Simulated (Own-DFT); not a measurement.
Hf₃₆O₇₁ (tetragonal hafnia with one neutral oxygen vacancy, atoms displaced) (calculated)

Computed with Own-DFT development build. A calculation, not a measurement: plane-wave PBE and HSE06 DFT by an unreviewed code, no spin, of a simulated cell at Gamma alone, so results move with cell size and shape, stress positive in tension, energies less offsets, not probed for a lower state with spin; hafnium file: forces about 75 meV/angstrom off all-electron values; oxygen file: force components 24 meV/angstrom off all-electron in a glass; k mesh not checked against a denser one; forces and stress are PBE's, HSE06 gives the energy alone, and its difference from PBE has offsets of its own; offsets are fitted by least squares, one for each functional and potential file, so energies compare only between cells with the same atoms and settings and are not formation energies; the far tail of each file's local potential was reset to the Coulomb form; each entry is a single point on an unrelaxed cell, so the pressure reflects the starting lattice, taken from the Materials Project, from which strain is counted, and rises with the displacements; printed positions are rounded, which can move forces by about a meV/angstrom; the program is a retired in-house code; no spin-orbit coupling.

Settings shared by all entries: first functional PBE; second functional HSE06; exact exchange share 0.25; screening 0.11 1/bohr; exchange divergence Gygi-Baldereschi; potential files PseudoDojo norm-conserving, scalar-relativistic, made for PBE, standard set; wave cutoff 48 hartree; occupations fixed; k mesh 1 x 1 x 1 centred on Gamma.

```yaml
- entry: 1
  formula: Hf36O71
  kind: "tetragonal hafnia with one neutral oxygen vacancy, atoms displaced"
  structure:
    cell_angstrom: [[10.78, 0.0, 0.0], [0.0, 10.78, 0.0], [0.0, 0.0, 10.4493]]
    atoms_fractional:
      - [Hf, 0.00429, 0.99712, 0.00361]
      - [Hf, 0.16331, 0.17037, 0.25116]
      - [O, 0.99904, 0.16939, 0.14529]
      - [O, 0.16555, 0.00207, 0.347]
      - [O, 0.99827, 0.16435, 0.40303]
      - [O, 0.17024, 0.99502, 0.09292]
      - [Hf, 0.00369, 0.99885, 0.50048]
      - [Hf, 0.17242, 0.16558, 0.74881]
      - [O, 0.00369, 0.16728, 0.65292]
      - [O, 0.16995, 0.99683, 0.84714]
      - [O, 0.99862, 0.16242, 0.90551]
      - [O, 0.16504, 0.00092, 0.59623]
      - [Hf, 0.99685, 0.33366, 0.00032]
      - [Hf, 0.17113, 0.49896, 0.25288]
      - [O, 0.16784, 0.33649, 0.34358]
      - [O, 0.99641, 0.50118, 0.40261]
      - [O, 0.17044, 0.33196, 0.09777]
      - [Hf, 0.99805, 0.33578, 0.50302]
      - [Hf, 0.16545, 0.50296, 0.75345]
      - [O, 0.00185, 0.50075, 0.6501]
      - [O, 0.16197, 0.33381, 0.84887]
      - [O, 0.99878, 0.49616, 0.90345]
      - [O, 0.16427, 0.33353, 0.5961]
      - [Hf, 0.00058, 0.66691, 0.00203]
      - [Hf, 0.16782, 0.83495, 0.25101]
      - [O, 0.99821, 0.83397, 0.15153]
      - [O, 0.16577, 0.66293, 0.34562]
      - [O, 0.00305, 0.82886, 0.40314]
      - [O, 0.16792, 0.66456, 0.09873]
      - [Hf, 0.99665, 0.66702, 0.49708]
      - [Hf, 0.16714, 0.83357, 0.74855]
      - [O, 0.99964, 0.83481, 0.64757]
      - [O, 0.17064, 0.66989, 0.85827]
      - [O, 0.00071, 0.83904, 0.90468]
      - [O, 0.16147, 0.66395, 0.59599]
      - [Hf, 0.33662, 0.00313, 0.99908]
      - [Hf, 0.50037, 0.16737, 0.24443]
      - [O, 0.33475, 0.16437, 0.14983]
      - [O, 0.50104, 0.99516, 0.34406]
      - [O, 0.33102, 0.16803, 0.40263]
      - [O, 0.49826, 0.99978, 0.09531]
      - [Hf, 0.33653, 0.00136, 0.50067]
      - [Hf, 0.50175, 0.16959, 0.75347]
      - [O, 0.32831, 0.16999, 0.65475]
      - [O, 0.49384, 0.99834, 0.84925]
      - [O, 0.33542, 0.16614, 0.90135]
      - [O, 0.49929, 0.00014, 0.59933]
      - [Hf, 0.3349, 0.33143, 0.99836]
      - [Hf, 0.50084, 0.49516, 0.24671]
      - [O, 0.33461, 0.50259, 0.15372]
      - [O, 0.50057, 0.33661, 0.34575]
      - [O, 0.33216, 0.50111, 0.40247]
      - [O, 0.50389, 0.33098, 0.09592]
      - [Hf, 0.33056, 0.33184, 0.49745]
      - [Hf, 0.49915, 0.50601, 0.75085]
      - [O, 0.33663, 0.50025, 0.65489]
      - [O, 0.49558, 0.33333, 0.84745]
      - [O, 0.33428, 0.49878, 0.90172]
      - [O, 0.49919, 0.33158, 0.59671]
      - [Hf, 0.33103, 0.66529, 0.99902]
      - [Hf, 0.50078, 0.8394, 0.25117]
      - [O, 0.33316, 0.82804, 0.15004]
      - [O, 0.50002, 0.66753, 0.34569]
      - [O, 0.33565, 0.83397, 0.40107]
      - [O, 0.49665, 0.66744, 0.09307]
      - [Hf, 0.32957, 0.66644, 0.49711]
      - [Hf, 0.49694, 0.83505, 0.74722]
      - [O, 0.33226, 0.83738, 0.65174]
      - [O, 0.49836, 0.6704, 0.8472]
      - [O, 0.32784, 0.83467, 0.89638]
      - [O, 0.50422, 0.66649, 0.59043]
      - [Hf, 0.66496, 0.00051, 0.00079]
      - [Hf, 0.83146, 0.16626, 0.24684]
      - [O, 0.66593, 0.16856, 0.14651]
      - [O, 0.83402, 0.99729, 0.34619]
      - [O, 0.66585, 0.1686, 0.40314]
      - [O, 0.83276, 0.00045, 0.0978]
      - [Hf, 0.66544, 0.00285, 0.5012]
      - [Hf, 0.83623, 0.16631, 0.75055]
      - [O, 0.66274, 0.16632, 0.6523]
      - [O, 0.83638, 0.99891, 0.85078]
      - [O, 0.66419, 0.16367, 0.90208]
      - [O, 0.83534, 0.99992, 0.59658]
      - [Hf, 0.66599, 0.33541, 0.00434]
      - [Hf, 0.83563, 0.49455, 0.25293]
      - [O, 0.66629, 0.49978, 0.15533]
      - [O, 0.8267, 0.32818, 0.34398]
      - [O, 0.66821, 0.50142, 0.4054]
      - [O, 0.83332, 0.33451, 0.10061]
      - [Hf, 0.66737, 0.33274, 0.50265]
      - [Hf, 0.83377, 0.4993, 0.74938]
      - [O, 0.66874, 0.50241, 0.65779]
      - [O, 0.83057, 0.33776, 0.84825]
      - [O, 0.66766, 0.49679, 0.90492]
      - [O, 0.83291, 0.33994, 0.60475]
      - [Hf, 0.66776, 0.66419, 0.00253]
      - [Hf, 0.83686, 0.83815, 0.24929]
      - [O, 0.66387, 0.83363, 0.15378]
      - [O, 0.82983, 0.66561, 0.34581]
      - [O, 0.66283, 0.83247, 0.39989]
      - [O, 0.82689, 0.66327, 0.09784]
      - [Hf, 0.66539, 0.66273, 0.49652]
      - [Hf, 0.83053, 0.83384, 0.75516]
      - [O, 0.66772, 0.83101, 0.65273]
      - [O, 0.83118, 0.6666, 0.84628]
      - [O, 0.66788, 0.83918, 0.90703]
      - [O, 0.83358, 0.6705, 0.59291]
  results:
    "PBE_energy_of_cell_above_offsets [eV]": "-100.888"
    "HSE06_less_PBE_above_offsets [eV]": "-0.148"
    "PBE_pressure [GPa]": 1.09
    "PBE_stress_xx [GPa]": -0.68
    "PBE_stress_yy [GPa]": -0.74
    "PBE_stress_zz [GPa]": -1.85
    "PBE_stress_yz [GPa]": -0.36
    "PBE_stress_xz [GPa]": 0.29
    "PBE_stress_xy [GPa]": 0.03
    force_element: [Hf, Hf, O, O, O, O, Hf, Hf, O, O, O, O, Hf, Hf, O, O, O, Hf, Hf, O, O, O, O, Hf, Hf, O, O, O, O, Hf, Hf, O, O, O, O, Hf, Hf, O, O, O, O, Hf, Hf, O, O, O, O, Hf, Hf, O, O, O, O, Hf, Hf, O, O, O, O, Hf, Hf, O, O, O, O, Hf, Hf, O, O, O, O, Hf, Hf, O, O, O, O, Hf, Hf, O, O, O, O, Hf, Hf, O, O, O, O, Hf, Hf, O, O, O, O, Hf, Hf, O, O, O, O, Hf, Hf, O, O, O, O]
    "force_x [eV/angstrom]": [-0.696, -0.048, 0.263, 0.005, 0.188, -0.179, -0.716, -1.663, -0.654, -0.15, -0.202, 1.044, 0.852, -0.576, -0.123, -0.186, -0.558, 0.148, 0.34, -0.222, 0.453, 0.176, 0.346, -0.149, 0.367, 0.699, 0.326, 0.033, -1.087, -0.436, -0.333, -0.012, -0.808, -0.057, 1.077, -0.591, 0.033, -0.296, -0.233, 0.269, 0.412, -0.688, -0.289, 1.64, 0.277, -0.276, -0.026, -0.323, -0.138, 0.035, -0.148, -0.138, -1.172, 0.467, 0.293, -0.947, 0.259, -0.088, -0.024, 0.461, 0.076, -0.227, -0.172, -0.61, 0.873, 0.739, 0.481, -0.066, 0.155, 0.533, -1.644, 0.613, 0.494, 0.015, -0.077, -0.19, 0.025, 0.703, 0.188, 1.061, -0.391, -0.08, -0.541, 0.795, 0.205, 0.143, 0.347, -0.022, -0.046, -0.459, 0.107, -0.598, 0.255, -0.37, 0.091, -1.057, -1.501, 0.734, 0.426, 0.196, 1.78, 0.629, 0.292, -0.371, 0.209, 0.073, -0.04]
    "force_y [eV/angstrom]": [0.767, -0.226, -0.206, -0.121, 0.989, 0.226, -0.476, -0.091, 0.181, 0.938, 0.621, 0.03, -0.892, 0.75, -0.878, -1.057, 0.256, -0.328, -0.169, -0.206, -0.103, 1.354, 0.196, 0.084, -0.476, -0.155, 0.794, 1.087, -0.349, 0.108, 0.141, -0.009, -0.744, -1.593, 0.135, -1.375, -0.051, 0.215, 2.683, -0.31, 0.277, -0.522, -0.225, -0.183, 0.394, 0.471, 0.152, 0.43, 2.11, -0.544, -1.195, -0.494, 0.039, 0.707, -0.396, 0.232, 0.379, -0.144, -0.073, 1.001, -2.697, 0.421, -0.601, 0.295, -0.405, -0.03, -0.083, -0.34, -0.211, -0.235, -0.037, -0.316, -0.749, -0.153, 0.917, -0.496, 0.013, -1.212, -0.444, 0.049, 0.635, 0.825, 0.532, -0.356, 1.24, -0.344, 0.472, -1.48, 0.356, 0.429, 0.401, -0.122, -1.292, 0.588, -0.61, 0.704, -1.273, 0.203, 0.131, 0.693, -0.205, 1.487, 0.168, 0.533, 0.013, -1.16, -0.41]
    "force_z [eV/angstrom]": [-0.56, -0.672, 1.292, -0.238, -0.302, 0.966, 0.124, 1.043, 0.055, -0.452, -0.409, 0.038, -0.075, -1.272, 0.853, -0.558, -0.081, 0.131, -0.109, 0.478, -0.379, 0.424, -0.276, 0.013, -0.445, 0.006, 0.275, -0.727, 0.259, 0.559, 0.493, 0.921, -1.344, -0.351, 0.453, -0.725, 0.554, 0.435, 0.905, -0.219, 0.701, -0.069, -0.023, -0.781, -0.398, -0.03, -0.28, -0.197, 0.479, -0.241, 0.024, 0.188, 0.532, 0.741, 0.053, -0.202, 0.006, 0.131, -0.272, 0.12, -0.729, 0.413, -0.433, 0.292, -0.106, 0.069, 0.438, -0.624, -0.466, 0.665, 0.918, -0.006, -0.123, 0.8, 0.208, -0.284, 0.304, -0.115, 0.507, -0.02, -0.616, -0.239, -0.006, -1.093, -0.385, -0.252, 0.87, -0.157, -0.022, 0.034, 0.016, -0.376, 0.24, 0.091, -0.897, -0.214, 0.138, -0.091, -0.447, 0.696, -0.062, -0.193, -0.932, 0.438, 0.282, -0.498, 0.396]
- entry: 2
  formula: Hf36O71
  kind: "tetragonal hafnia with one neutral oxygen vacancy, atoms displaced"
  structure:
    cell_angstrom: [[10.78, 0.0, 0.0], [0.0, 10.78, 0.0], [0.0, 0.0, 10.4493]]
    atoms_fractional:
      - [Hf, 0.0015, 0.99185, 0.98753]
      - [Hf, 0.17267, 0.16326, 0.25289]
      - [O, 0.99567, 0.16662, 0.15481]
      - [O, 0.16217, 0.00324, 0.34826]
      - [O, 0.00452, 0.16707, 0.4063]
      - [O, 0.16555, 0.00312, 0.09485]
      - [Hf, 0.00623, 0.003, 0.50074]
      - [Hf, 0.16671, 0.16695, 0.75875]
      - [O, 0.00261, 0.16367, 0.6553]
      - [O, 0.15994, 0.00173, 0.84462]
      - [O, 0.00286, 0.16472, 0.90609]
      - [O, 0.16635, 0.00289, 0.5996]
      - [Hf, 0.00029, 0.32533, 0.00138]
      - [Hf, 0.16911, 0.49639, 0.2374]
      - [O, 0.00276, 0.49357, 0.14775]
      - [O, 0.16327, 0.32646, 0.3504]
      - [O, 0.00446, 0.50573, 0.39144]
      - [Hf, 0.00191, 0.33126, 0.49521]
      - [Hf, 0.1743, 0.50709, 0.75313]
      - [O, 0.00728, 0.49773, 0.65856]
      - [O, 0.17178, 0.33462, 0.85911]
      - [O, 0.99494, 0.50596, 0.89912]
      - [O, 0.16077, 0.33423, 0.59343]
      - [Hf, 0.99826, 0.66282, 0.00733]
      - [Hf, 0.16499, 0.8432, 0.24972]
      - [O, 0.00493, 0.83215, 0.15796]
      - [O, 0.16528, 0.67176, 0.34798]
      - [O, 0.00095, 0.83763, 0.40071]
      - [O, 0.1602, 0.66502, 0.09086]
      - [Hf, 0.00223, 0.66456, 0.49605]
      - [Hf, 0.1685, 0.83989, 0.74309]
      - [O, 0.99278, 0.83922, 0.65826]
      - [O, 0.16788, 0.6774, 0.84474]
      - [O, 0.99999, 0.83523, 0.89929]
      - [O, 0.16118, 0.66871, 0.59911]
      - [Hf, 0.33269, 0.00471, 0.00569]
      - [Hf, 0.49418, 0.15829, 0.2485]
      - [O, 0.33429, 0.15968, 0.14995]
      - [O, 0.50437, 0.99051, 0.34999]
      - [O, 0.3294, 0.1691, 0.40017]
      - [O, 0.50793, 0.99349, 0.09994]
      - [Hf, 0.33071, 0.99672, 0.49699]
      - [Hf, 0.49921, 0.16478, 0.74843]
      - [O, 0.32742, 0.16535, 0.65469]
      - [O, 0.5032, 0.99405, 0.84598]
      - [O, 0.31839, 0.17394, 0.90415]
      - [O, 0.49427, 0.00179, 0.59542]
      - [Hf, 0.33841, 0.32941, 0.99523]
      - [Hf, 0.5034, 0.49978, 0.24717]
      - [O, 0.33549, 0.50263, 0.14498]
      - [O, 0.49838, 0.3348, 0.34318]
      - [O, 0.33327, 0.49561, 0.39845]
      - [O, 0.49824, 0.33509, 0.09765]
      - [Hf, 0.33141, 0.33453, 0.51046]
      - [Hf, 0.49952, 0.50476, 0.754]
      - [O, 0.33285, 0.50191, 0.64779]
      - [O, 0.49968, 0.33661, 0.85193]
      - [O, 0.33657, 0.4955, 0.90224]
      - [O, 0.50104, 0.33839, 0.59869]
      - [Hf, 0.33504, 0.66197, 0.99381]
      - [Hf, 0.50362, 0.82995, 0.25946]
      - [O, 0.3373, 0.82373, 0.15146]
      - [O, 0.49801, 0.66423, 0.33931]
      - [O, 0.33038, 0.83164, 0.40955]
      - [O, 0.50786, 0.66576, 0.09633]
      - [Hf, 0.33041, 0.67434, 0.49718]
      - [Hf, 0.49867, 0.83727, 0.75546]
      - [O, 0.33232, 0.82544, 0.64369]
      - [O, 0.50725, 0.66557, 0.8436]
      - [O, 0.32966, 0.83418, 0.90639]
      - [O, 0.49715, 0.66534, 0.59672]
      - [Hf, 0.66556, 0.00285, 0.00282]
      - [Hf, 0.83313, 0.15782, 0.25701]
      - [O, 0.65973, 0.17303, 0.15352]
      - [O, 0.8347, 0.00614, 0.34871]
      - [O, 0.65292, 0.17106, 0.39668]
      - [O, 0.83516, 0.99144, 0.08125]
      - [Hf, 0.66122, 0.99477, 0.50428]
      - [Hf, 0.83653, 0.1698, 0.73934]
      - [O, 0.65797, 0.16786, 0.64801]
      - [O, 0.83257, 0.00056, 0.84632]
      - [O, 0.67038, 0.17217, 0.9002]
      - [O, 0.83995, 0.00537, 0.59597]
      - [Hf, 0.67158, 0.32858, 0.00518]
      - [Hf, 0.83391, 0.50135, 0.24592]
      - [O, 0.66128, 0.50399, 0.14784]
      - [O, 0.83327, 0.32638, 0.34914]
      - [O, 0.66416, 0.49526, 0.40955]
      - [O, 0.83609, 0.33405, 0.09269]
      - [Hf, 0.66146, 0.32772, 0.49883]
      - [Hf, 0.82947, 0.49885, 0.75278]
      - [O, 0.66171, 0.49555, 0.65636]
      - [O, 0.82579, 0.34119, 0.85667]
      - [O, 0.66342, 0.50167, 0.89306]
      - [O, 0.83962, 0.33843, 0.59666]
      - [Hf, 0.67063, 0.66946, 0.00166]
      - [Hf, 0.82903, 0.83464, 0.25569]
      - [O, 0.66947, 0.83559, 0.15242]
      - [O, 0.82461, 0.66414, 0.34485]
      - [O, 0.66062, 0.82882, 0.40003]
      - [O, 0.8294, 0.67357, 0.09258]
      - [Hf, 0.66284, 0.67924, 0.5022]
      - [Hf, 0.8313, 0.83808, 0.75207]
      - [O, 0.66705, 0.83417, 0.65395]
      - [O, 0.82764, 0.67416, 0.84836]
      - [O, 0.66843, 0.83698, 0.89742]
      - [O, 0.83591, 0.66899, 0.60012]
  results:
    "PBE_energy_of_cell_above_offsets [eV]": "-96.611"
    "HSE06_less_PBE_above_offsets [eV]": "0.107"
    "PBE_pressure [GPa]": 2.27
    "PBE_stress_xx [GPa]": -1.72
    "PBE_stress_yy [GPa]": -2.38
    "PBE_stress_zz [GPa]": -2.7
    "PBE_stress_yz [GPa]": -0.72
    "PBE_stress_xz [GPa]": 0.14
    "PBE_stress_xy [GPa]": 0.01
    force_element: [Hf, Hf, O, O, O, O, Hf, Hf, O, O, O, O, Hf, Hf, O, O, O, Hf, Hf, O, O, O, O, Hf, Hf, O, O, O, O, Hf, Hf, O, O, O, O, Hf, Hf, O, O, O, O, Hf, Hf, O, O, O, O, Hf, Hf, O, O, O, O, Hf, Hf, O, O, O, O, Hf, Hf, O, O, O, O, Hf, Hf, O, O, O, O, Hf, Hf, O, O, O, O, Hf, Hf, O, O, O, O, Hf, Hf, O, O, O, O, Hf, Hf, O, O, O, O, Hf, Hf, O, O, O, O, Hf, Hf, O, O, O, O]
    "force_x [eV/angstrom]": [-0.509, -1.6, 0.615, 0.704, -0.47, 0.543, -0.769, -0.485, 0.055, 0.704, -0.251, 0.905, 0.685, 0.618, -0.785, 0.051, -0.67, -0.117, -1.814, -0.603, -0.827, 0.389, 1.195, -0.349, 0.433, -1.451, 0.357, -0.473, 1.802, -0.182, -1.247, 1.817, 0.676, 0.014, 0.685, 0.099, 1.526, -0.054, -0.544, 0.577, -2.119, -0.295, 0.017, 1.073, -0.644, 1.217, 0.344, -0.433, -1.022, -0.42, -0.043, -0.423, 0.083, 0.061, 1.19, -0.26, -0.505, -0.297, -1.052, 0.015, -0.57, -0.545, 0.023, 0.337, -1.323, -0.622, 0.053, 0.362, -1.126, 0.605, 0.421, 1.265, -0.019, 1.272, -0.773, 0.544, -0.238, 0.645, -0.791, 1.299, 0.202, -0.629, -2.04, -0.823, -0.421, 2.239, 0.143, 0.156, -0.385, 0.461, 0.29, 0.689, 0.807, 0.246, -1.083, -0.996, 1.373, -0.279, 0.193, 0.696, 1.45, 0.929, 0.526, -0.972, 0.087, -0.717, -0.692]
    "force_y [eV/angstrom]": [0.981, 2.117, 0.298, -0.812, -0.85, -0.452, -0.565, 1.372, 0.227, -0.403, 0.28, -0.579, 1.32, 0.155, 0.235, 0.961, -0.849, 1.697, -0.23, 0.302, 0.604, -0.649, -0.34, 0.313, -2.366, 0.173, 0.128, -0.243, -0.436, -0.109, -1.21, 0.281, -1.213, -1.471, 0.287, -1.153, 2.035, -0.17, 1.405, -1.291, 0.685, 1.27, 1.54, 0.165, 2.588, -3.113, -0.236, 1.952, -1.106, 0.116, -1.04, 0.58, -0.435, 1.106, -1.347, -0.207, -1.655, 1.139, -0.956, 0.696, -0.964, 0.929, 0.5, 1.822, 0.301, -3.489, -2.207, 0.941, 1.738, 0.888, 0.528, -0.321, 3.368, -0.775, -2.539, -2.378, 0.316, 1.702, 0.2, -0.572, 1.425, -1.465, 0.356, 1.473, -1.373, -0.394, 0.672, 1.143, 0.303, 1.875, 1.105, 0.301, -1.832, 0.133, -0.942, -0.623, -0.486, 0.093, 0.791, 2.048, -0.547, -4.519, -1.222, 0.658, -0.752, 0.294, -0.033]
    "force_z [eV/angstrom]": [1.343, -0.714, 0.406, 0.689, -0.312, 0.337, 0.456, -0.513, -0.038, 0.416, -0.93, -0.284, 0.085, 1.85, -0.123, -1.408, 0.582, -0.114, -0.139, -0.562, -0.817, 0.925, 1.031, -2.305, -0.394, -0.358, -0.627, 0.491, 0.616, 0.551, 0.39, -0.823, -0.013, 0.217, -0.314, -0.223, 1.104, -0.378, 0.67, 0.216, 0.186, 0.582, 0.435, 0.14, 0.651, -0.422, 0.396, 1.362, 0.371, 0.077, 0.034, 0.504, -0.017, -1.716, -0.942, 0.502, -0.773, -0.72, 0.324, 1.574, -3.346, 0.889, 1.581, -1.848, -0.55, 0.541, -0.619, 1.103, 0.658, -0.67, -0.519, -1.412, -2.033, -0.247, 0.804, 0.721, 1.917, -0.121, 1.437, -0.012, -0.767, -0.072, -0.437, -1.051, 0.706, 0.27, -0.592, -0.61, 1.172, -0.119, -0.206, -0.285, -1.281, 1.764, 0.496, -2.0, -1.404, 0.765, -0.133, -0.217, 1.87, 1.494, 0.576, -1.324, -0.144, 0.797, -1.075]
```
